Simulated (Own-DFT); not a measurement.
# Computed records: AlGa3N4 (wurtzite random alloy, strained, atoms displaced)

Computed with Own-DFT development build. A calculation, not a measurement: plane-wave PBE density functional theory by an unreviewed code, no spin, of a simulated periodic cell, stress positive in tension, free energy of the whole cell less one offset for each atom, forces on such cells passed a denser k mesh, this cell's mesh not checked; offsets are fitted by least squares, one for each functional and potential file, so energies compare only between cells with the same atoms and settings and are not formation energies; the far tail of each file's local potential was reset to the Coulomb form; each entry is a single point on an unrelaxed cell, so the pressure reflects the starting lattice, mostly measured values, from which strain is counted, and rises with the displacements; printed positions are rounded, which can move forces by about a meV/angstrom; the program is a retired in-house code; no spin-orbit coupling.

AlGa3N4 (wurtzite random alloy, strained, atoms displaced)

```xyz
72
Lattice="9.4142 0.0000 0.0000 -4.7071 8.1529 0.0000 0.0000 0.0000 10.2685" Properties=species:S:1:pos:R:3 AlGa3N4
Al    -0.0219     1.7700    10.2549
Ga     1.5434     0.9431     2.5396
N     -0.0017     1.8299     1.9156
N      1.6132     0.9525     4.4370
Ga     0.0636     1.7848     5.1189
Al     1.5591     0.8229     7.7354
N     -0.1304     1.6953     7.0980
N      1.5675     0.9866     9.6943
Al    -1.5484     4.5608    10.2044
Ga     0.0537     3.5906     2.5599
N     -1.5254     4.4562     1.9376
N     -0.0002     3.6164     4.4949
Ga    -1.5430     4.4672     5.1291
Ga    -0.0726     3.5732     7.7405
N     -1.5560     4.4876     7.0039
N      0.0602     3.6128     9.5745
Ga    -3.1113     7.2759     0.0121
Al    -1.5968     6.4272     2.5192
N     -3.1145     7.2413     1.8634
N     -1.6056     6.3477     4.3854
Ga    -3.1210     7.2258     5.1178
Ga    -1.5195     6.3151     7.8052
N     -3.1346     7.2544     7.0721
N     -1.5430     6.4460     9.6887
Ga     3.0425     1.7061    10.1604
Ga     4.7249     0.9229     2.5738
N      3.1871     1.8339     1.9676
N      4.6434     1.0038     4.5196
Ga     3.1496     1.8559     5.0970
Ga     4.6565     0.9210     7.8049
N      3.1285     1.7985     7.0759
N      4.7646     0.9030     9.6418
Ga     1.4906     4.4863     0.0302
Ga     3.1797     3.6048     2.4837
N      1.5062     4.5510     2.0069
N      3.1566     3.6797     4.6273
Al     1.5908     4.5130     4.9479
Ga     3.1189     3.5845     7.7760
N      1.5562     4.5599     7.0762
N      3.0954     3.5744     9.6311
Ga    -0.0677     7.1596    10.2486
Ga     1.4948     6.3617     2.5607
N     -0.0077     7.2867     1.8572
N      1.6658     6.3480     4.3964
Al     0.0043     7.2040     5.1241
Ga     1.6696     6.3167     7.6989
N      0.0195     7.2501     7.0154
N      1.5698     6.2746     9.7411
Ga     6.2082     1.7539     0.0803
Al     7.8843     0.9286     2.5854
N      6.1993     1.7643     1.9850
N      7.8242     0.9878     4.4717
Ga     6.3273     1.8262     5.1866
Ga     7.8740     0.8965     7.6265
N      6.3895     1.8334     7.0172
N      7.8221     0.9142     9.6026
Ga     4.5974     4.5138     0.0056
Ga     6.3113     3.5751     2.5428
N      4.6668     4.5672     1.9318
N      6.3195     3.6485     4.5574
Al     4.7226     4.5072     5.0822
Ga     6.2778     3.6609     7.7307
N      4.7447     4.5838     6.9968
N      6.3493     3.6316     9.6950
Ga     3.2412     7.3004     0.0068
Al     4.7288     6.3436     2.5205
N      3.1262     7.1995     2.0233
N      4.7544     6.3613     4.4157
Ga     3.1022     7.2304     5.1197
Ga     4.7022     6.3479     7.6695
N      3.0564     7.2376     7.0709
N      4.6802     6.2960     9.6630
```

It was run with functional PBE, potential files PseudoDojo norm-conserving, scalar-relativistic, standard set with the stringent files for Ga, wave cutoff 96 hartree, occupations Gaussian, smearing width 0.01 eV and k mesh 4 x 4 x 3 centred on Gamma.

The calculation gives: free energy of cell above offsets -7.334 eV; pressure 11.73 GPa; stress xx -15 GPa; stress yy -10.64 GPa; stress zz -9.54 GPa; stress yz -0.91 GPa; stress xz -0.49 GPa; stress xy -2.22 GPa.

Force:
```
element  x (eV/Å)  y (eV/Å)  z (eV/Å)
     Al    -0.785     1.192     0.049
     Ga     1.019    -0.454    -0.102
      N    -0.878     -1.13     -1.19
      N    -0.454    -0.891     0.703
     Ga    -0.921     0.236     0.568
     Al    -0.308     1.632    -0.778
      N       6.2     2.191    -1.245
      N     -3.92    -2.813     -2.54
     Al     0.271    -0.774     1.581
     Ga    -1.532     0.243     0.649
      N    -0.387     2.165    -1.474
      N     1.391     -0.06     0.061
     Ga     0.032     1.546    -0.641
     Ga     1.602     0.129    -2.029
      N    -0.154     1.194     1.749
      N    -2.686    -1.076     1.914
     Ga    -1.483    -0.334    -0.584
     Al     0.919    -1.674     0.041
      N     -0.76     0.002     1.412
      N      1.79     0.051     0.731
     Ga     0.067     0.507    -0.112
     Ga      0.04     0.093    -2.609
      N     0.517     0.072     0.549
      N    -2.652    -3.387    -1.229
     Ga     4.707     2.705      2.75
     Ga    -1.422    -1.021     1.215
      N    -1.275    -0.837    -1.585
      N     2.236    -2.678    -0.179
     Ga    -0.587     0.211     1.174
     Ga      1.68     -0.29     -2.78
      N    -1.307    -0.641     0.655
      N    -2.077    -0.932     0.516
     Ga     1.607     0.578     0.525
     Ga    -1.005     0.847     1.635
      N     1.689    -0.499    -1.064
      N     0.203     0.002    -2.025
     Al    -0.532     0.778     2.381
     Ga    -0.124     1.163    -2.372
      N    -0.229     -1.55    -1.456
      N    -0.027    -0.156     1.117
     Ga     4.448     2.284     0.868
     Ga     0.685     0.352    -1.227
      N    -1.283    -0.527      1.37
      N    -2.997    -0.715     2.052
     Al    -0.249     0.885    -0.547
     Ga    -2.929    -0.765     1.451
      N    -0.158     -0.12     0.453
      N     0.513     1.228    -1.201
     Ga      1.81      1.23    -0.443
     Al     -0.96    -0.819    -0.128
      N      3.16      0.41    -0.484
      N     1.165    -1.408    -0.637
     Ga    -1.475      0.25     -1.09
     Ga    -3.588    -1.861     2.115
      N    -2.399     0.238     2.069
      N     0.896     0.461     0.702
     Ga     1.585     -0.55     0.084
     Ga    -0.395     0.961     0.732
      N     1.298      0.19      0.09
      N    -1.668    -0.221    -1.333
     Al     0.623     1.031     0.462
     Ga    -0.217    -0.713    -0.338
      N    -0.611    -1.001     0.327
      N    -0.932     0.248    -0.294
     Ga    -2.318    -0.688     1.054
     Al    -0.347     0.209     0.463
      N     1.229     1.742    -0.922
      N    -0.651    -0.828     0.476
     Ga      1.63     0.871    -0.318
     Ga    -0.347    -0.117      0.25
      N     2.618     0.617    -1.024
      N     1.399     0.785    -1.011
```
